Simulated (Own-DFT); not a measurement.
Simulation results for Hf₃₆O₇₁ (tetragonal hafnia with one neutral oxygen vacancy, atoms displaced)

A calculation, not a measurement: plane-wave PBE and HSE06 DFT by an unreviewed code, no spin, of a simulated cell at Gamma alone, so results move with cell size and shape, stress positive in tension, energies less offsets, not probed for a lower state with spin; hafnium file: forces about 75 meV/angstrom off all-electron values; oxygen file: force components 24 meV/angstrom off all-electron in a glass; k mesh not checked against a denser one; forces and stress are PBE's, HSE06 gives the energy alone, and its difference from PBE has offsets of its own; offsets are fitted by least squares, one for each functional and potential file, so energies compare only between cells with the same atoms and settings and are not formation energies; the far tail of each file's local potential was reset to the Coulomb form; each entry is a single point on an unrelaxed cell, so the pressure reflects the starting lattice, taken from the Materials Project, from which strain is counted, and rises with the displacements; printed positions are rounded, which can move forces by about a meV/angstrom; the program is a retired in-house code; no spin-orbit coupling. Program: Own-DFT development build.

Common to all runs: first functional PBE; second functional HSE06; exact exchange share 0.25; screening 0.11 1/bohr; exchange divergence Gygi-Baldereschi; potential files PseudoDojo norm-conserving, scalar-relativistic, made for PBE, standard set; wave cutoff 48 hartree; occupations fixed; k mesh 1 x 1 x 1 centred on Gamma.

(1) 
```cif
# cell vector a (Å): 10.7800 0.0000 0.0000
# cell vector b (Å): 0.0000 10.7800 0.0000
# cell vector c (Å): 0.0000 0.0000 10.4493
data_Hf36O71
_symmetry_space_group_name_H-M 'P 1'
_symmetry_Int_Tables_number 1
_cell_length_a 10.7800
_cell_length_b 10.7800
_cell_length_c 10.4493
_cell_angle_alpha 90.000
_cell_angle_beta 90.000
_cell_angle_gamma 90.000
_cell_volume 1214.30
loop_
_atom_site_label
_atom_site_type_symbol
_atom_site_fract_x
_atom_site_fract_y
_atom_site_fract_z
_atom_site_occupancy
Hf1 Hf 0.00928 0.99269 0.99819 1
Hf2 Hf 0.16164 0.16748 0.25407 1
O1 O 0.00596 0.16353 0.15118 1
O2 O 0.16818 0.00497 0.33642 1
O3 O 0.99737 0.15930 0.40140 1
O4 O 0.17865 0.00139 0.09434 1
Hf3 Hf 0.99513 0.99764 0.49858 1
Hf4 Hf 0.16671 0.16412 0.75625 1
O5 O 0.00291 0.16272 0.65521 1
O6 O 0.17109 0.00968 0.84117 1
O7 O 0.99467 0.16738 0.89457 1
O8 O 0.17357 0.99225 0.58988 1
Hf5 Hf 0.99901 0.34147 0.99914 1
Hf6 Hf 0.16223 0.50240 0.24310 1
O9 O 0.00102 0.50440 0.15595 1
O10 O 0.99968 0.49545 0.39933 1
O11 O 0.17652 0.33797 0.09548 1
Hf7 Hf 0.00459 0.32793 0.49326 1
Hf8 Hf 0.17367 0.49556 0.74194 1
O12 O 0.00220 0.50096 0.65357 1
O13 O 0.17356 0.32929 0.84336 1
O14 O 0.99001 0.50014 0.90596 1
O15 O 0.16062 0.32432 0.60308 1
Hf9 Hf 0.99627 0.66039 0.00324 1
Hf10 Hf 0.16591 0.84390 0.24536 1
O16 O 0.99965 0.82935 0.14833 1
O17 O 0.17299 0.66064 0.34489 1
O18 O 0.00115 0.83391 0.40160 1
O19 O 0.16861 0.66812 0.09400 1
Hf11 Hf 0.00770 0.66031 0.50739 1
Hf12 Hf 0.15960 0.83622 0.74778 1
O20 O 0.99680 0.82746 0.64950 1
O21 O 0.17446 0.67233 0.84810 1
O22 O 0.99591 0.83634 0.90626 1
O23 O 0.17365 0.67078 0.59738 1
Hf13 Hf 0.33607 0.00003 0.00293 1
Hf14 Hf 0.50736 0.16041 0.24967 1
O24 O 0.33446 0.16798 0.15001 1
O25 O 0.49453 0.01098 0.33381 1
O26 O 0.33621 0.15768 0.40686 1
O27 O 0.49578 0.99783 0.09447 1
Hf15 Hf 0.32330 0.00776 0.49791 1
Hf16 Hf 0.50387 0.17014 0.75351 1
O28 O 0.32763 0.15920 0.65104 1
O29 O 0.50308 0.00597 0.84075 1
O30 O 0.33619 0.15944 0.90190 1
O31 O 0.50749 0.00143 0.60492 1
Hf17 Hf 0.33065 0.33017 0.99450 1
Hf18 Hf 0.49458 0.50181 0.25214 1
O32 O 0.33828 0.49622 0.15634 1
O33 O 0.50343 0.34301 0.34935 1
O34 O 0.33329 0.50545 0.39479 1
O35 O 0.51091 0.33900 0.10755 1
Hf19 Hf 0.32572 0.32839 0.49671 1
Hf20 Hf 0.49830 0.50212 0.76350 1
O36 O 0.33404 0.50007 0.65485 1
O37 O 0.49436 0.34256 0.84606 1
O38 O 0.32457 0.49497 0.89893 1
O39 O 0.49763 0.32849 0.59066 1
Hf21 Hf 0.32561 0.67256 0.00636 1
Hf22 Hf 0.49945 0.82887 0.25006 1
O40 O 0.32900 0.82626 0.14324 1
O41 O 0.50298 0.66988 0.34531 1
O42 O 0.33305 0.82912 0.40146 1
O43 O 0.49262 0.66569 0.09962 1
Hf23 Hf 0.33798 0.66162 0.49903 1
Hf24 Hf 0.49871 0.83248 0.75490 1
O44 O 0.33620 0.83103 0.64934 1
O45 O 0.50001 0.66076 0.85255 1
O46 O 0.32879 0.83749 0.89788 1
O47 O 0.50105 0.66651 0.60080 1
Hf25 Hf 0.66695 0.99350 0.99186 1
Hf26 Hf 0.83340 0.16776 0.25562 1
O48 O 0.67057 0.15808 0.15598 1
O49 O 0.84015 0.00144 0.34886 1
O50 O 0.67664 0.16445 0.40616 1
O51 O 0.83304 0.99571 0.09743 1
Hf27 Hf 0.66596 0.99725 0.50330 1
Hf28 Hf 0.83745 0.17052 0.74679 1
O52 O 0.67211 0.17018 0.64661 1
O53 O 0.83876 0.00488 0.84252 1
O54 O 0.66467 0.16636 0.90039 1
O55 O 0.83319 0.00236 0.60638 1
Hf29 Hf 0.66027 0.33517 0.00161 1
Hf30 Hf 0.83566 0.50333 0.25781 1
O56 O 0.66529 0.50091 0.15113 1
O57 O 0.83386 0.33556 0.35386 1
O58 O 0.65886 0.49981 0.40244 1
O59 O 0.84091 0.33854 0.10057 1
Hf31 Hf 0.65954 0.33326 0.50055 1
Hf32 Hf 0.83468 0.49815 0.75108 1
O60 O 0.65949 0.50426 0.65643 1
O61 O 0.83498 0.33791 0.84721 1
O62 O 0.66796 0.50030 0.90246 1
O63 O 0.83473 0.33319 0.59913 1
Hf33 Hf 0.66205 0.66779 0.00097 1
Hf34 Hf 0.82857 0.82895 0.25049 1
O64 O 0.66120 0.82891 0.15460 1
O65 O 0.83662 0.66464 0.35197 1
O66 O 0.65990 0.83414 0.40170 1
O67 O 0.82995 0.67483 0.10086 1
Hf35 Hf 0.66562 0.66798 0.49764 1
Hf36 Hf 0.84591 0.82793 0.74641 1
O68 O 0.66481 0.83311 0.65823 1
O69 O 0.83568 0.68165 0.85263 1
O70 O 0.67033 0.83531 0.89997 1
O71 O 0.83066 0.66440 0.59050 1
_calc_PBE_energy_of_cell_above_offsets '-95.817'  # eV
_calc_HSE06_less_PBE_above_offsets '0.100'  # eV
_calc_PBE_pressure 2.81  # GPa
_calc_PBE_stress_xx -1.48  # GPa
_calc_PBE_stress_yy -3.89  # GPa
_calc_PBE_stress_zz -3.05  # GPa
_calc_PBE_stress_yz 0.76  # GPa
_calc_PBE_stress_xz 0.93  # GPa
_calc_PBE_stress_xy -0.34  # GPa
```

Force:
```
element  x (eV/Å)  y (eV/Å)  z (eV/Å)
     Hf    -2.092     2.519     0.515
     Hf     1.187     1.536    -1.665
      O    -0.377     0.184     0.312
      O     0.034    -0.633     1.384
      O     0.781     1.229    -0.128
      O     -2.45    -0.738     0.601
     Hf    -0.633    -0.163     0.632
     Hf    -0.339     1.741    -1.696
      O     0.204    -0.336    -1.162
      O    -0.998    -3.531     1.352
      O     0.755     0.589     1.616
      O    -3.585    -0.346     0.811
     Hf    -0.138    -2.816     0.158
     Hf     2.348    -0.258     1.322
      O    -0.759     0.347    -1.227
      O     0.734     0.258     0.432
      O    -2.402     0.186     0.457
     Hf    -1.665     0.054     0.944
     Hf     0.147     0.741     1.655
      O     0.184     0.626    -0.182
      O    -0.348     0.936     0.845
      O     0.488      0.69    -0.644
      O     1.016     1.168    -1.421
     Hf    -0.169     1.726     0.063
     Hf     0.329    -2.334     0.481
      O     0.457     0.466     0.577
      O    -1.106     1.173    -0.232
      O      0.37    -0.583     0.251
      O    -2.031    -0.802     0.804
     Hf    -0.565     0.356    -1.468
     Hf      3.26    -0.457     0.093
      O     1.889    -0.009    -0.906
      O    -1.147    -0.867    -0.608
      O     1.055    -1.148    -1.237
      O     -1.01     -0.44     0.254
     Hf     0.991    -0.086     -1.17
     Hf    -0.779     3.679    -1.611
      O    -0.004     0.287     0.852
      O     0.421    -4.021     2.172
      O    -0.651     3.881    -1.428
      O     1.463    -0.164    -0.037
     Hf     3.448    -3.559     1.267
     Hf     0.125    -0.594    -1.662
      O     0.883     0.551     0.102
      O     0.152    -1.241     1.019
      O     0.273     1.598    -0.201
      O    -1.043     0.225    -1.455
     Hf      1.25    -0.123     0.802
     Hf     1.418    -0.353    -0.315
      O    -1.838     0.282    -1.115
      O    -0.427    -2.581     0.372
      O    -0.306    -2.055     1.137
      O    -1.581    -0.686    -1.414
     Hf     1.456     0.437     0.229
     Hf      0.35     1.071    -2.592
      O     0.177    -0.394    -1.135
      O     0.451    -2.497     1.343
      O     0.056     0.992     0.619
      O    -1.135    -0.342     0.778
     Hf     1.331    -0.347    -1.993
     Hf    -1.238     0.798     -0.14
      O     0.446      0.42     1.028
      O    -0.055    -0.366     0.726
      O     -0.03     1.081    -0.478
      O     1.032     0.426    -0.211
     Hf     0.346      1.71     0.086
     Hf    -0.433     0.355    -1.437
      O    -0.486     0.155     1.016
      O     0.069     1.748     0.837
      O     0.568    -0.143     0.352
      O    -0.124     0.022     -0.47
     Hf     0.698     1.591     0.803
     Hf    -0.028    -0.081    -0.879
      O     0.233     0.446    -0.351
      O     -0.24    -1.092     0.049
      O    -0.545     0.069    -0.648
      O     0.436    -0.374    -0.424
     Hf     0.111     0.631     1.272
     Hf    -0.145    -0.369     0.344
      O     -0.99     0.246     0.894
      O    -0.317     -1.23     0.471
      O    -0.357     0.749     0.261
      O     0.368    -0.508    -1.686
     Hf     1.592      0.03     0.512
     Hf    -1.632    -1.218    -0.724
      O     1.013     0.653     0.322
      O     0.184    -0.159    -0.655
      O     1.058     0.754     0.298
      O    -0.952    -0.312    -0.147
     Hf     0.856     0.051     0.069
     Hf    -1.277      0.21    -0.714
      O     1.136    -0.525     0.191
      O     0.024    -0.274     0.195
      O     0.223     0.277     0.159
      O     0.393     0.601    -0.168
     Hf    -0.273    -0.302     0.454
     Hf     0.707     0.952    -0.497
      O      0.51     0.078    -0.336
      O    -0.256      0.65     -0.28
      O     0.475     0.448    -0.376
      O     0.385    -0.533    -0.087
     Hf    -0.897    -0.793     0.981
     Hf    -3.947     2.561     0.731
      O     1.013    -0.281    -0.508
      O     0.205    -3.275     0.202
      O    -0.879    -0.966     0.501
      O     1.111     0.059     0.919
```

(2) 
```cif
# cell vector a (Å): 10.7800 0.0000 0.0000
# cell vector b (Å): 0.0000 10.7800 0.0000
# cell vector c (Å): 0.0000 0.0000 10.4493
data_Hf36O71
_symmetry_space_group_name_H-M 'P 1'
_symmetry_Int_Tables_number 1
_cell_length_a 10.7800
_cell_length_b 10.7800
_cell_length_c 10.4493
_cell_angle_alpha 90.000
_cell_angle_beta 90.000
_cell_angle_gamma 90.000
_cell_volume 1214.30
loop_
_atom_site_label
_atom_site_type_symbol
_atom_site_fract_x
_atom_site_fract_y
_atom_site_fract_z
_atom_site_occupancy
Hf1 Hf 0.99543 0.00269 0.99696 1
Hf2 Hf 0.17186 0.16274 0.25369 1
O1 O 0.99599 0.16862 0.14797 1
O2 O 0.16801 0.99239 0.34112 1
O3 O 0.99114 0.16843 0.40359 1
O4 O 0.15996 0.99662 0.10249 1
Hf3 Hf 0.00314 0.99936 0.50763 1
Hf4 Hf 0.16927 0.16128 0.75320 1
O5 O 0.00030 0.16611 0.66129 1
O6 O 0.17550 0.00288 0.84188 1
O7 O 0.00474 0.17444 0.89597 1
O8 O 0.16799 0.99964 0.59543 1
Hf5 Hf 0.00826 0.34353 0.00059 1
Hf6 Hf 0.16712 0.51251 0.24991 1
O9 O 0.01024 0.50359 0.14069 1
O10 O 0.16689 0.33131 0.34692 1
O11 O 0.00067 0.49775 0.39837 1
O12 O 0.17224 0.34455 0.08634 1
Hf7 Hf 0.99488 0.33581 0.50495 1
Hf8 Hf 0.17328 0.50430 0.74743 1
O13 O 0.99678 0.50117 0.64799 1
O14 O 0.16533 0.32189 0.84491 1
O15 O 0.00007 0.50172 0.90898 1
O16 O 0.16848 0.34404 0.59722 1
Hf9 Hf 0.99748 0.66393 0.00160 1
Hf10 Hf 0.16120 0.82987 0.25395 1
O17 O 0.00016 0.83624 0.15384 1
O18 O 0.17065 0.65799 0.35070 1
O19 O 0.98799 0.83356 0.40046 1
O20 O 0.17415 0.66412 0.09652 1
Hf11 Hf 0.00156 0.67422 0.50620 1
Hf12 Hf 0.16850 0.82686 0.76251 1
O21 O 0.00082 0.83074 0.64811 1
O22 O 0.16234 0.66868 0.85423 1
O23 O 0.99690 0.83083 0.90182 1
O24 O 0.16768 0.67219 0.59825 1
Hf13 Hf 0.32880 0.99494 0.99424 1
Hf14 Hf 0.50453 0.16046 0.25383 1
O25 O 0.32481 0.16712 0.14631 1
O26 O 0.49750 0.99909 0.34485 1
O27 O 0.33481 0.16693 0.40454 1
O28 O 0.49512 0.99788 0.10206 1
Hf15 Hf 0.33701 0.99939 0.50166 1
Hf16 Hf 0.50109 0.16550 0.74846 1
O29 O 0.33361 0.17173 0.66022 1
O30 O 0.49233 0.00211 0.85008 1
O31 O 0.33381 0.17233 0.89562 1
O32 O 0.49462 0.99989 0.59404 1
Hf17 Hf 0.33587 0.33540 0.99365 1
Hf18 Hf 0.49457 0.49712 0.24542 1
O33 O 0.33212 0.50112 0.15556 1
O34 O 0.49740 0.33349 0.34447 1
O35 O 0.33689 0.49818 0.40469 1
O36 O 0.49538 0.33216 0.10075 1
Hf19 Hf 0.33742 0.32874 0.49949 1
Hf20 Hf 0.48884 0.50678 0.75616 1
O37 O 0.33579 0.49386 0.64794 1
O38 O 0.49530 0.32582 0.84995 1
O39 O 0.33007 0.50016 0.90109 1
O40 O 0.49598 0.32619 0.59172 1
Hf21 Hf 0.34356 0.66662 0.00345 1
Hf22 Hf 0.49505 0.82971 0.25099 1
O41 O 0.32864 0.83390 0.15855 1
O42 O 0.49899 0.66724 0.34228 1
O43 O 0.32903 0.82942 0.40700 1
O44 O 0.50153 0.66237 0.09625 1
Hf23 Hf 0.32766 0.67394 0.50328 1
Hf24 Hf 0.50294 0.84299 0.74960 1
O45 O 0.32876 0.83273 0.65747 1
O46 O 0.51049 0.66376 0.84964 1
O47 O 0.32762 0.83484 0.89841 1
O48 O 0.50119 0.66600 0.59859 1
Hf25 Hf 0.67374 0.00336 0.00378 1
Hf26 Hf 0.83939 0.16684 0.24760 1
O49 O 0.65942 0.16401 0.14845 1
O50 O 0.83226 0.00853 0.34593 1
O51 O 0.66455 0.17029 0.40682 1
O52 O 0.83510 0.99826 0.09686 1
Hf27 Hf 0.66297 0.00250 0.50023 1
Hf28 Hf 0.83553 0.17545 0.74960 1
O53 O 0.65409 0.16054 0.66424 1
O54 O 0.83530 0.00434 0.84683 1
O55 O 0.67061 0.17123 0.90130 1
O56 O 0.84045 0.99408 0.60138 1
Hf29 Hf 0.66254 0.34315 0.99457 1
Hf30 Hf 0.83737 0.50306 0.25397 1
O57 O 0.66980 0.49804 0.14582 1
O58 O 0.83001 0.32546 0.34668 1
O59 O 0.66705 0.49290 0.40824 1
O60 O 0.82695 0.33204 0.10424 1
Hf31 Hf 0.66535 0.32950 0.50245 1
Hf32 Hf 0.83542 0.50314 0.75381 1
O61 O 0.66434 0.48786 0.65669 1
O62 O 0.82921 0.33141 0.84281 1
O63 O 0.65301 0.49546 0.90633 1
O64 O 0.84781 0.33958 0.59799 1
Hf33 Hf 0.66871 0.66989 0.00261 1
Hf34 Hf 0.83465 0.83984 0.25062 1
O65 O 0.83021 0.65835 0.34517 1
O66 O 0.67860 0.83958 0.40193 1
O67 O 0.83131 0.66562 0.10182 1
Hf35 Hf 0.66854 0.66829 0.51203 1
Hf36 Hf 0.82911 0.82488 0.74846 1
O68 O 0.66283 0.83867 0.65514 1
O69 O 0.83048 0.66030 0.84784 1
O70 O 0.66442 0.82904 0.90323 1
O71 O 0.83080 0.66181 0.59619 1
_calc_PBE_stress_yy ?
_calc_PBE_pressure ?
_calc_PBE_stress_xx ?
```

**Q.** What PBE stress yy does the calculation give for Hf₃₆O₇₁ (tetragonal hafnia with one neutral oxygen vacancy, atoms displaced) (entry 2)?
**A.** -2.97 GPa

**Q.** What PBE pressure does the calculation give for Hf₃₆O₇₁ (tetragonal hafnia with one neutral oxygen vacancy, atoms displaced) (entry 2)?
**A.** 3.08 GPa

**Q.** What PBE stress xx does the calculation give for Hf₃₆O₇₁ (tetragonal hafnia with one neutral oxygen vacancy, atoms displaced) (entry 2)?
**A.** -2.76 GPa

Further results for Hf₃₆O₇₁ (tetragonal hafnia with one neutral oxygen vacancy, atoms displaced) (entry 2):

```
PBE energy of cell above offsets : -95.574 eV
HSE06 less PBE above offsets     : 0.124 eV
PBE stress zz                    : -3.51 GPa
PBE stress yz                    : -0.14 GPa
PBE stress xz                    : 0.31 GPa
PBE stress xy                    : -0.03 GPa
```

Force:
```
element  x (eV/Å)  y (eV/Å)  z (eV/Å)
     Hf     0.857     1.189    -0.179
     Hf    -0.837     1.079    -0.568
      O     1.567    -0.214     0.025
      O    -0.102     0.815     1.312
      O     0.839     -0.98     0.628
      O     0.432    -0.145     -1.49
     Hf    -0.642     1.188    -0.994
     Hf    -0.201     1.645    -0.845
      O     0.351    -0.325    -1.512
      O    -0.521    -2.099     1.471
      O    -0.721    -1.384     1.271
      O     0.386     0.146    -0.091
     Hf    -0.701      -2.6     0.931
     Hf       0.2    -4.445    -0.566
      O    -1.702     0.385     1.273
      O     0.203     0.002    -0.968
      O    -0.303      0.97     0.181
      O    -0.527    -0.308     0.611
     Hf     3.768    -0.308      -2.5
     Hf    -0.965    -2.589    -0.435
      O     0.955     1.175     1.256
      O     0.041     3.557    -0.045
      O    -0.337     0.614    -2.216
      O    -0.438    -0.141         0
     Hf     0.983     0.438     1.035
     Hf     0.397     0.368    -1.187
      O    -0.346    -0.755    -0.095
      O    -0.522     3.354     1.532
      O     0.727    -0.278     0.241
      O      -0.8     0.483     0.141
     Hf    -0.586    -1.537    -1.088
     Hf    -0.578     1.401    -1.373
      O    -0.204     -0.67     0.752
      O     0.141    -1.183    -0.422
      O    -0.067      0.36    -0.134
      O    -0.396    -0.556     1.011
     Hf      0.11     2.731     1.545
     Hf    -0.967     1.744    -1.769
      O     1.029    -0.302     0.695
      O     0.152    -1.197     1.394
      O    -0.236    -1.583    -0.302
      O     0.496    -0.672    -0.962
     Hf    -1.992     0.452    -0.648
     Hf    -2.773      1.23     2.184
      O    -0.102    -0.672    -1.713
      O     0.457     -0.85    -0.238
      O    -0.301    -1.701      1.29
      O     1.107    -0.665     0.869
     Hf    -0.011    -2.124     0.884
     Hf     1.303    -0.729     1.012
      O     0.394     0.681    -0.853
      O      0.22    -0.606     0.162
      O     0.026     0.979     0.123
      O     0.338     0.601     -0.51
     Hf    -1.704     1.316    -0.524
     Hf     2.177    -2.089    -0.776
      O    -0.579      1.15     0.977
      O     0.148     1.912    -0.548
      O     0.223      1.38      -0.8
      O     1.367    -0.069     0.727
     Hf    -1.768     0.027     0.052
     Hf     0.869     0.581    -0.674
      O     0.463    -0.453    -0.574
      O     0.279     0.186     0.451
      O     0.254     1.093    -0.296
      O     0.329     0.837      0.35
     Hf      1.78    -2.359    -0.677
     Hf    -1.396    -0.964     0.808
      O      1.12    -0.162    -0.211
      O    -1.275     1.798    -0.021
      O     0.552    -1.606     0.573
      O    -0.469     0.253     0.342
     Hf    -1.685     1.245     -0.39
     Hf    -0.641      1.62    -0.354
      O     1.058    -0.865     0.613
      O    -0.314    -1.537     0.103
      O    -0.699     -1.64    -0.047
      O    -0.257     -0.69     0.479
     Hf     1.738      0.22     -0.34
     Hf    -0.224     -1.64     0.575
      O     4.312    -0.071     -2.73
      O    -0.222    -1.199     0.114
      O    -0.153    -0.964     0.527
      O    -1.792     0.093    -0.494
     Hf     0.375    -2.789     2.508
     Hf    -0.631    -2.556    -0.908
      O     -0.62     0.501     1.062
      O     0.061      1.52      0.57
      O      0.09     1.284     0.165
      O     1.153      0.35    -1.423
     Hf     0.142      1.91    -0.076
     Hf    -0.519    -2.531    -1.479
      O     0.109      0.82     0.608
      O     0.133     2.245     0.718
      O     0.594     2.477    -1.352
      O    -4.544     -0.94     1.494
     Hf    -0.229    -1.474     0.588
     Hf    -0.876    -0.471     0.572
      O     0.032     2.399     0.832
      O    -0.601    -0.918     0.507
      O     0.565     0.652    -0.538
     Hf    -1.213      -1.4    -3.109
     Hf     1.298     2.509     0.493
      O     0.728    -0.326    -0.597
      O    -0.086     1.176     0.695
      O     0.404     1.401     0.006
      O     0.541     0.786     1.308
```
